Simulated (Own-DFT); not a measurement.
## Calculated data, GaN (wurtzite, strained, atoms displaced)

Computed with Own-DFT development build. A calculation, not a measurement: plane-wave PBE density functional theory by an unreviewed code, no spin, of a simulated periodic cell, stress positive in tension, free energy of the whole cell less one offset for each atom, forces on such cells passed a denser k mesh, this cell's mesh not checked; offsets are fitted by least squares, one for each functional and potential file, so energies compare only between cells with the same atoms and settings and are not formation energies; the far tail of each file's local potential was reset to the Coulomb form; each entry is a single point on an unrelaxed cell, so the pressure reflects the starting lattice, mostly measured values (interpolated for alloys), from which strain is counted, and rises with the displacements; printed positions are rounded, which can move forces by about a meV/angstrom; the program, named Own-DFT, is a retired in-house code; no spin-orbit coupling.

Settings shared by all entries: functional PBE; potential files PseudoDojo norm-conserving, scalar-relativistic, standard set with the stringent files for Ga; wave cutoff 96 hartree; occupations Gaussian; smearing width 0.01 eV; k mesh 3 x 4 x 3 centred on Gamma.

(1) GaN (wurtzite, strained, atoms displaced)

```cif
# cell vector a (Å): 12.7560 0.0000 0.0000
# cell vector b (Å): -4.7835 8.2853 0.0000
# cell vector c (Å): 0.0000 0.0000 10.3959
data_GaN
_symmetry_space_group_name_H-M 'P 1'
_symmetry_Int_Tables_number 1
_cell_length_a 12.7560
_cell_length_b 9.5670
_cell_length_c 10.3959
_cell_angle_alpha 90.000
_cell_angle_beta 90.000
_cell_angle_gamma 120.000
_cell_volume 1098.71
loop_
_atom_site_label
_atom_site_type_symbol
_atom_site_fract_x
_atom_site_fract_y
_atom_site_fract_z
_atom_site_occupancy
Ga1 Ga 0.08004 0.21962 0.00312 1
Ga2 Ga 0.16402 0.11400 0.25117 1
N1 N 0.08250 0.22545 0.18573 1
N2 N 0.16950 0.11701 0.43434 1
Ga3 Ga 0.08472 0.21802 0.50061 1
Ga4 Ga 0.16908 0.11825 0.74563 1
N3 N 0.08896 0.22731 0.69208 1
N4 N 0.16787 0.11722 0.93714 1
Ga5 Ga 0.08363 0.55065 0.99836 1
Ga6 Ga 0.17496 0.44557 0.24590 1
N5 N 0.08146 0.55758 0.18427 1
N6 N 0.16318 0.44902 0.43932 1
Ga7 Ga 0.08323 0.55885 0.50779 1
Ga8 Ga 0.17214 0.43907 0.74782 1
N7 N 0.07552 0.55403 0.68512 1
N8 N 0.16571 0.44527 0.93888 1
Ga9 Ga 0.08607 0.89624 0.00220 1
Ga10 Ga 0.16943 0.78184 0.25592 1
N9 N 0.08636 0.89652 0.20028 1
N10 N 0.16651 0.78787 0.43296 1
Ga11 Ga 0.08540 0.89088 0.49834 1
Ga12 Ga 0.16814 0.77610 0.75174 1
N11 N 0.08659 0.89627 0.68693 1
N12 N 0.16347 0.77378 0.94333 1
Ga13 Ga 0.33866 0.22407 0.99095 1
Ga14 Ga 0.41944 0.10689 0.24643 1
N13 N 0.33253 0.21909 0.18366 1
N14 N 0.40079 0.09443 0.43732 1
Ga15 Ga 0.33019 0.22767 0.49505 1
Ga16 Ga 0.41845 0.11004 0.75124 1
N15 N 0.33161 0.21556 0.68342 1
N16 N 0.41706 0.11252 0.93853 1
Ga17 Ga 0.33419 0.55839 0.00372 1
Ga18 Ga 0.41761 0.44163 0.25495 1
N17 N 0.34156 0.56318 0.18439 1
N18 N 0.40890 0.44035 0.44972 1
Ga19 Ga 0.33019 0.55067 0.50096 1
Ga20 Ga 0.41726 0.45279 0.74831 1
N19 N 0.33535 0.55429 0.68592 1
N20 N 0.42134 0.44118 0.93516 1
Ga21 Ga 0.33318 0.89114 0.00298 1
Ga22 Ga 0.41478 0.77980 0.25785 1
N21 N 0.33439 0.89040 0.19455 1
N22 N 0.41602 0.77523 0.44963 1
Ga23 Ga 0.33556 0.88433 0.49052 1
Ga24 Ga 0.42548 0.78790 0.74636 1
N23 N 0.33989 0.88314 0.68771 1
N24 N 0.42026 0.78824 0.94005 1
Ga25 Ga 0.58324 0.21910 0.00287 1
Ga26 Ga 0.66416 0.10585 0.25529 1
N25 N 0.57605 0.21973 0.18727 1
N26 N 0.66826 0.10136 0.44181 1
Ga27 Ga 0.58215 0.21557 0.49730 1
Ga28 Ga 0.66263 0.09961 0.74805 1
N27 N 0.59508 0.24225 0.68996 1
N28 N 0.66676 0.11716 0.93802 1
Ga29 Ga 0.58438 0.55448 0.99965 1
Ga30 Ga 0.67348 0.45421 0.24833 1
N29 N 0.58932 0.56828 0.18599 1
N30 N 0.65927 0.44194 0.43503 1
Ga31 Ga 0.58398 0.54704 0.50051 1
Ga32 Ga 0.67225 0.44352 0.74995 1
N31 N 0.57891 0.55398 0.68323 1
N32 N 0.66843 0.44867 0.94167 1
Ga33 Ga 0.58130 0.88213 0.99608 1
Ga34 Ga 0.66811 0.77432 0.24690 1
N33 N 0.59066 0.89116 0.18726 1
N34 N 0.66691 0.77790 0.44398 1
Ga35 Ga 0.58599 0.88495 0.49551 1
Ga36 Ga 0.66272 0.77677 0.75530 1
N35 N 0.58177 0.88653 0.68787 1
N36 N 0.66774 0.77554 0.93819 1
Ga37 Ga 0.83267 0.22209 0.98902 1
Ga38 Ga 0.91288 0.10571 0.24769 1
N37 N 0.84220 0.22408 0.19449 1
N38 N 0.90242 0.10934 0.43491 1
Ga39 Ga 0.83860 0.23187 0.50137 1
Ga40 Ga 0.91399 0.11223 0.75576 1
N39 N 0.83885 0.22167 0.68692 1
N40 N 0.91302 0.10735 0.93758 1
Ga41 Ga 0.83529 0.55951 0.99422 1
Ga42 Ga 0.91076 0.43943 0.25476 1
N41 N 0.83508 0.54879 0.18610 1
N42 N 0.91535 0.44348 0.43436 1
Ga43 Ga 0.84135 0.56452 0.50043 1
Ga44 Ga 0.92041 0.44332 0.75382 1
N43 N 0.83773 0.54913 0.68534 1
N44 N 0.91833 0.44943 0.94189 1
Ga45 Ga 0.83484 0.88614 0.00165 1
Ga46 Ga 0.91599 0.77659 0.24831 1
N45 N 0.83091 0.88754 0.19571 1
N46 N 0.91034 0.78082 0.42631 1
Ga47 Ga 0.82408 0.88894 0.49786 1
Ga48 Ga 0.91917 0.78214 0.75361 1
N47 N 0.83261 0.88623 0.69065 1
N48 N 0.91844 0.78691 0.94162 1
```

| Property | Result |
| --- | --- |
| free energy of cell above offsets | -5.423 eV |
| pressure | 6.41 GPa |
| stress xx | -6.73 GPa |
| stress yy | -6.89 GPa |
| stress zz | -5.63 GPa |
| stress yz | -0.41 GPa |
| stress xz | 0.53 GPa |
| stress xy | 1.21 GPa |

Force:
| element | x (eV/Å) | y (eV/Å) | z (eV/Å) |
| --- | --- | --- | --- |
| Ga | 0.31 | 0.417 | -0.732 |
| Ga | 0.675 | 0.553 | -0.719 |
| N | 0.213 | -0.391 | 0.678 |
| N | -0.917 | -0.656 | 0.534 |
| Ga | -1.714 | 0.437 | -0.205 |
| Ga | 0.735 | -0.774 | 0.826 |
| N | -1.316 | -1.064 | -1.02 |
| N | 0.198 | -0.32 | -0.127 |
| Ga | -0.557 | 0.694 | 0.975 |
| Ga | -1.981 | 0.523 | 0.385 |
| N | 0.78 | 0.03 | 1.008 |
| N | 0.805 | -0.576 | -0.305 |
| Ga | -0.3 | 0.267 | -2.135 |
| Ga | -1.138 | 1.541 | 0.657 |
| N | 2.156 | 0.566 | 1.299 |
| N | 0.94 | -0.386 | -0.475 |
| Ga | 0.403 | -0.137 | 0.612 |
| Ga | -0.663 | -0.975 | -1.852 |
| N | -0.203 | -0.88 | -1.805 |
| N | 0.869 | -1.608 | 1.948 |
| Ga | -1.169 | 0.379 | -0.057 |
| Ga | 0.016 | 0.513 | -0.079 |
| N | 0.083 | -0.847 | 0.09 |
| N | 0.198 | 0.824 | -0.65 |
| Ga | -1.281 | -0.089 | 1.241 |
| Ga | -1.961 | 0.651 | 1.054 |
| N | 0.067 | 0.538 | 0.402 |
| N | 1.434 | 2.659 | -0.42 |
| Ga | 1.286 | -1.983 | 1.129 |
| Ga | 0.008 | 0.307 | -0.923 |
| N | 0.328 | 0.942 | 0.542 |
| N | 0.713 | -0.583 | -0.253 |
| Ga | 0.429 | -0.075 | -1.446 |
| Ga | 0.282 | -0.005 | -0.555 |
| N | -0.083 | -0.465 | 1.401 |
| N | 1.453 | 1.297 | -2.252 |
| Ga | -0.846 | 0.436 | 0.241 |
| Ga | 1.124 | -1.663 | -0.017 |
| N | -0.802 | 0.984 | 0.523 |
| N | -1.172 | 1.17 | 0.106 |
| Ga | -0.257 | -0.278 | 0.053 |
| Ga | 1.298 | 0.061 | -0.621 |
| N | 0.215 | -0.755 | -0.938 |
| N | 0.928 | -0.552 | -1.692 |
| Ga | -1.514 | -0.142 | 1.978 |
| Ga | -0.974 | -2.066 | 1.056 |
| N | -1.913 | 0.883 | -0.444 |
| N | -0.183 | -1.32 | -0.566 |
| Ga | -0.352 | 0.784 | -0.317 |
| Ga | 0.744 | 0.92 | -0.984 |
| N | 2.133 | 0.99 | 0.4 |
| N | -1.117 | 1.395 | -0.043 |
| Ga | -0.683 | 0.176 | 0.217 |
| Ga | 0.032 | 2.348 | 0.051 |
| N | -0.26 | -4.343 | -1.106 |
| N | 0.498 | -1.274 | -0.507 |
| Ga | -0.174 | 0.071 | 0.019 |
| Ga | -0.766 | -1.001 | -0.135 |
| N | -0.169 | -2.508 | 0.204 |
| N | 2.033 | -0.655 | -0.223 |
| Ga | -1.469 | 1.16 | 0.276 |
| Ga | -0.908 | 2.42 | 0.697 |
| N | 1.133 | 0.44 | 1.156 |
| N | 0.399 | -0.591 | -0.551 |
| Ga | 0.435 | 1.233 | 1.102 |
| Ga | -0.761 | 1.324 | 1.389 |
| N | -1.353 | -0.472 | 0.173 |
| N | -0.808 | -1.909 | -1.481 |
| Ga | -0.582 | -0.256 | 0.915 |
| Ga | 1.126 | -0.546 | -1.204 |
| N | 1.215 | 0.315 | -0.585 |
| N | -0.175 | 0.251 | 0.33 |
| Ga | -0.121 | 0.386 | 2.106 |
| Ga | 0.551 | 0.716 | 0.771 |
| N | -2.367 | -0.371 | -1.679 |
| N | 2.74 | -0.066 | 0.442 |
| Ga | -0.597 | -0.692 | 0.13 |
| Ga | 1.282 | -0.691 | -1.255 |
| N | -1.235 | 0.04 | 0.573 |
| N | 0.362 | 0.2 | 0.633 |
| Ga | 0.028 | -0.061 | 0.974 |
| Ga | 1.774 | 0.352 | -1.324 |
| N | -0.803 | 1.156 | -0.442 |
| N | -0.083 | 1.018 | 1.312 |
| Ga | -0.925 | -0.459 | -0.471 |
| Ga | -0.897 | -0.557 | 0.07 |
| N | -0.674 | 1.343 | 0.665 |
| N | 0.111 | -0.626 | -0.947 |
| Ga | -1.283 | 0.543 | 0.69 |
| Ga | 0.417 | -0.182 | -0.869 |
| N | 0.957 | -0.176 | -1.738 |
| N | 0.805 | 0.051 | 2.587 |
| Ga | 1.907 | 0.703 | 0.806 |
| Ga | 0.185 | -0.358 | -0.81 |
| N | -0.364 | 0.293 | -0.155 |
| N | 1.057 | -0.915 | -0.314 |

(2) GaN (wurtzite, strained, atoms displaced)

```cif
# cell vector a (Å): 12.7560 0.0000 0.0000
# cell vector b (Å): -4.7835 8.2853 0.0000
# cell vector c (Å): 0.0000 0.0000 10.3959
data_GaN
_symmetry_space_group_name_H-M 'P 1'
_symmetry_Int_Tables_number 1
_cell_length_a 12.7560
_cell_length_b 9.5670
_cell_length_c 10.3959
_cell_angle_alpha 90.000
_cell_angle_beta 90.000
_cell_angle_gamma 120.000
_cell_volume 1098.71
loop_
_atom_site_label
_atom_site_type_symbol
_atom_site_fract_x
_atom_site_fract_y
_atom_site_fract_z
_atom_site_occupancy
Ga1 Ga 0.08401 0.22745 0.99389 1
Ga2 Ga 0.16573 0.11742 0.24867 1
N1 N 0.07641 0.22062 0.18377 1
N2 N 0.15832 0.09728 0.43700 1
Ga3 Ga 0.07149 0.21177 0.49753 1
Ga4 Ga 0.16949 0.11697 0.74849 1
N3 N 0.08561 0.22206 0.68839 1
N4 N 0.16300 0.11449 0.93835 1
Ga5 Ga 0.08648 0.57019 0.99686 1
Ga6 Ga 0.16631 0.44126 0.25476 1
N5 N 0.07400 0.54209 0.18834 1
N6 N 0.16021 0.43947 0.43909 1
Ga7 Ga 0.09088 0.55594 0.49801 1
Ga8 Ga 0.15764 0.43348 0.75210 1
N7 N 0.08157 0.55717 0.68508 1
N8 N 0.16668 0.44694 0.93540 1
Ga9 Ga 0.08049 0.88635 0.00179 1
Ga10 Ga 0.16468 0.78015 0.25714 1
N9 N 0.08606 0.89836 0.18974 1
N10 N 0.16941 0.78242 0.43442 1
Ga11 Ga 0.08355 0.88431 0.50050 1
Ga12 Ga 0.17248 0.78513 0.75034 1
N11 N 0.08015 0.88354 0.68452 1
N12 N 0.16622 0.77749 0.94682 1
Ga13 Ga 0.33245 0.22267 0.00511 1
Ga14 Ga 0.40926 0.10277 0.23826 1
N13 N 0.32754 0.22081 0.19177 1
N14 N 0.40998 0.09786 0.44086 1
Ga15 Ga 0.33833 0.22704 0.49031 1
Ga16 Ga 0.42792 0.12756 0.75151 1
N15 N 0.33543 0.23425 0.68438 1
N16 N 0.42271 0.11403 0.94257 1
Ga17 Ga 0.32914 0.55765 0.00508 1
Ga18 Ga 0.42085 0.45069 0.25408 1
N17 N 0.33454 0.55368 0.18660 1
N18 N 0.41127 0.42843 0.43134 1
Ga19 Ga 0.33763 0.55588 0.50038 1
Ga20 Ga 0.40572 0.43173 0.75375 1
N19 N 0.33249 0.55108 0.68950 1
N20 N 0.43172 0.46165 0.93537 1
Ga21 Ga 0.33428 0.88454 0.00737 1
Ga22 Ga 0.41443 0.78325 0.24981 1
N21 N 0.32978 0.87603 0.19510 1
N22 N 0.41954 0.78228 0.43949 1
Ga23 Ga 0.34096 0.89830 0.50008 1
Ga24 Ga 0.41571 0.77547 0.74952 1
N23 N 0.32297 0.88830 0.69492 1
N24 N 0.41402 0.77653 0.93593 1
Ga25 Ga 0.58781 0.23304 0.00438 1
Ga26 Ga 0.66702 0.11307 0.24780 1
N25 N 0.57107 0.22085 0.18708 1
N26 N 0.67174 0.11786 0.44260 1
Ga27 Ga 0.58544 0.22731 0.50692 1
Ga28 Ga 0.65864 0.10481 0.75330 1
N27 N 0.58300 0.21879 0.69051 1
N28 N 0.66739 0.11062 0.94064 1
Ga29 Ga 0.57873 0.55040 0.00137 1
Ga30 Ga 0.67669 0.45952 0.24442 1
N29 N 0.58459 0.55046 0.18848 1
N30 N 0.65978 0.43446 0.43623 1
Ga31 Ga 0.58716 0.55647 0.50133 1
Ga32 Ga 0.66506 0.43949 0.75164 1
N31 N 0.58127 0.55713 0.69421 1
N32 N 0.66978 0.44726 0.93395 1
Ga33 Ga 0.58557 0.89483 0.00792 1
Ga34 Ga 0.67270 0.77726 0.26129 1
N33 N 0.58066 0.88707 0.18472 1
N34 N 0.66304 0.76761 0.43545 1
Ga35 Ga 0.58254 0.88710 0.50786 1
Ga36 Ga 0.66499 0.77549 0.75994 1
N35 N 0.57651 0.88557 0.69481 1
N36 N 0.67429 0.78169 0.93104 1
Ga37 Ga 0.82993 0.21962 0.00221 1
Ga38 Ga 0.91769 0.11274 0.24527 1
N37 N 0.83639 0.22022 0.18609 1
N38 N 0.91801 0.11654 0.43854 1
Ga39 Ga 0.83440 0.22179 0.50852 1
Ga40 Ga 0.91851 0.11087 0.74602 1
N39 N 0.82980 0.22226 0.69288 1
N40 N 0.92223 0.11724 0.93925 1
Ga41 Ga 0.82533 0.55819 0.99910 1
Ga42 Ga 0.91257 0.44437 0.24660 1
N41 N 0.83954 0.55576 0.19207 1
N42 N 0.91479 0.44304 0.42829 1
Ga43 Ga 0.83118 0.55446 0.50377 1
Ga44 Ga 0.91261 0.43960 0.75213 1
N43 N 0.83110 0.54979 0.68863 1
N44 N 0.91988 0.44836 0.93558 1
Ga45 Ga 0.83174 0.88742 0.99953 1
Ga46 Ga 0.92185 0.78975 0.24727 1
N45 N 0.82789 0.88962 0.18353 1
N46 N 0.92676 0.78794 0.43229 1
Ga47 Ga 0.83804 0.89913 0.49880 1
Ga48 Ga 0.91814 0.77528 0.75592 1
N47 N 0.83738 0.88960 0.69332 1
N48 N 0.91300 0.77478 0.94320 1
```

| Item | Value |
| --- | --- |
| free energy of cell above offsets | -4.426 eV |
| pressure | 6.72 GPa |
| stress xx | -6.56 GPa |
| stress yy | -6.41 GPa |
| stress zz | -7.19 GPa |
| stress yz | 0.68 GPa |
| stress xz | -0.22 GPa |
| stress xy | -0.97 GPa |

Force:
| element | x (eV/Å) | y (eV/Å) | z (eV/Å) |
| --- | --- | --- | --- |
| Ga | -0.263 | 0.171 | 0.975 |
| Ga | -0.711 | -0.336 | 0.596 |
| N | 1.437 | 0.541 | 0.219 |
| N | 0.214 | 2.213 | 0.063 |
| Ga | 3.044 | 1.293 | 0.675 |
| Ga | 0.319 | -1.256 | -0.144 |
| N | -0.75 | -0.557 | -0.747 |
| N | 1.403 | -0.393 | -0.283 |
| Ga | -0.007 | -3.18 | 1.271 |
| Ga | -0.735 | 0.138 | -0.973 |
| N | 1.216 | 1.916 | -0.304 |
| N | 2.131 | -0.382 | -0.037 |
| Ga | -2.296 | 0.688 | 0.122 |
| Ga | 0.264 | 2.013 | -0.756 |
| N | 0.25 | -0.304 | 0.569 |
| N | -0.03 | 0.389 | 0.507 |
| Ga | 0.068 | 0.671 | 0.088 |
| Ga | -0.432 | -1.243 | -1.469 |
| N | 0.373 | -0.729 | -0.664 |
| N | 0.74 | -0.658 | 1.546 |
| Ga | 0.483 | 0.107 | 0.124 |
| Ga | -2.505 | -1.931 | 0.857 |
| N | 0.183 | 0.774 | 1.271 |
| N | 0.092 | 2.315 | -1.35 |
| Ga | 0.071 | 0.373 | -0.783 |
| Ga | -0.305 | 0.335 | 1.829 |
| N | 0.812 | 0.578 | -0.46 |
| N | 0.657 | 3.559 | -1.371 |
| Ga | -1.007 | -3.215 | 1.276 |
| Ga | -2.496 | -2.149 | 0.565 |
| N | 0.805 | -2.79 | -0.537 |
| N | -0.965 | -0.094 | -0.122 |
| Ga | 0.931 | -0.081 | -1.266 |
| Ga | -0.032 | -0.7 | -1.444 |
| N | -0.39 | 0.288 | 1.115 |
| N | 0.043 | 3.66 | 0.843 |
| Ga | -0.688 | -0.599 | 0.164 |
| Ga | 0.835 | 3.163 | 0.204 |
| N | -0.737 | 0.256 | -0.338 |
| N | -3.514 | -2.641 | 0.298 |
| Ga | -0.251 | 0.525 | -0.989 |
| Ga | 2.27 | -1.465 | 0.797 |
| N | -1.756 | 1.402 | -1.284 |
| N | 0.267 | -0.806 | 0.004 |
| Ga | -1.094 | -2.85 | 1.426 |
| Ga | -1.598 | -0.657 | 0.35 |
| N | 3.833 | 2.101 | -1.385 |
| N | 0.603 | 0.294 | 0.828 |
| Ga | 0.206 | -1.06 | -0.354 |
| Ga | -0.297 | 0.113 | 0.562 |
| N | 2.322 | 0.878 | 0.397 |
| N | -0.515 | -1.188 | -0.297 |
| Ga | -0.138 | -1.496 | -1.479 |
| Ga | 1.334 | 0.216 | 0.372 |
| N | 0.446 | 0.847 | -0.231 |
| N | -0.757 | 0.381 | -0.1 |
| Ga | 2.152 | 2.043 | 0.34 |
| Ga | -0.367 | -2.156 | 1.241 |
| N | -0.567 | 1.265 | -0.144 |
| N | 0.485 | 1.685 | -0.073 |
| Ga | -0.51 | -1.2 | 0.897 |
| Ga | -0.347 | 1.152 | -0.708 |
| N | 0.309 | -0.706 | -0.961 |
| N | -1.055 | -0.44 | 0.731 |
| Ga | 0.117 | -1.122 | -1.984 |
| Ga | -1.443 | -0.147 | -2.768 |
| N | 0.509 | -0.007 | 2.02 |
| N | 0.066 | 1.599 | 2.046 |
| Ga | 0.259 | 0.616 | -0.783 |
| Ga | 0.184 | 0.137 | -2.74 |
| N | 1.303 | 0.28 | -0.716 |
| N | -1.372 | -0.448 | 3.316 |
| Ga | 1.199 | 0.912 | -0.793 |
| Ga | -0.467 | -0.244 | 0.445 |
| N | -1.617 | -0.013 | 0.276 |
| N | -1.648 | -1.135 | -0.887 |
| Ga | -0.503 | 1.172 | -1.127 |
| Ga | -0.424 | 0.071 | 1.249 |
| N | 0.254 | -0.959 | -0.083 |
| N | -1.089 | -0.961 | -0.593 |
| Ga | 2.543 | -0.364 | 0.531 |
| Ga | 1.562 | -1.074 | 0.471 |
| N | -1.976 | 1.463 | -1.515 |
| N | 0.138 | 0.126 | 2.208 |
| Ga | 0.686 | 0.209 | -1.244 |
| Ga | 0.674 | 0.847 | -0.188 |
| N | -0.446 | 0.524 | 0.203 |
| N | -0.985 | -0.202 | 0.833 |
| Ga | 0.139 | 1.201 | -0.469 |
| Ga | -0.043 | -0.685 | 0.132 |
| N | 0.973 | -0.049 | 0.884 |
| N | -2.182 | -1.375 | 0.63 |
| Ga | 0.518 | -1.558 | 0.649 |
| Ga | -0.124 | -0.112 | -0.719 |
| N | -0.804 | -0.357 | -1.018 |
| N | 0.516 | 0.572 | -0.332 |
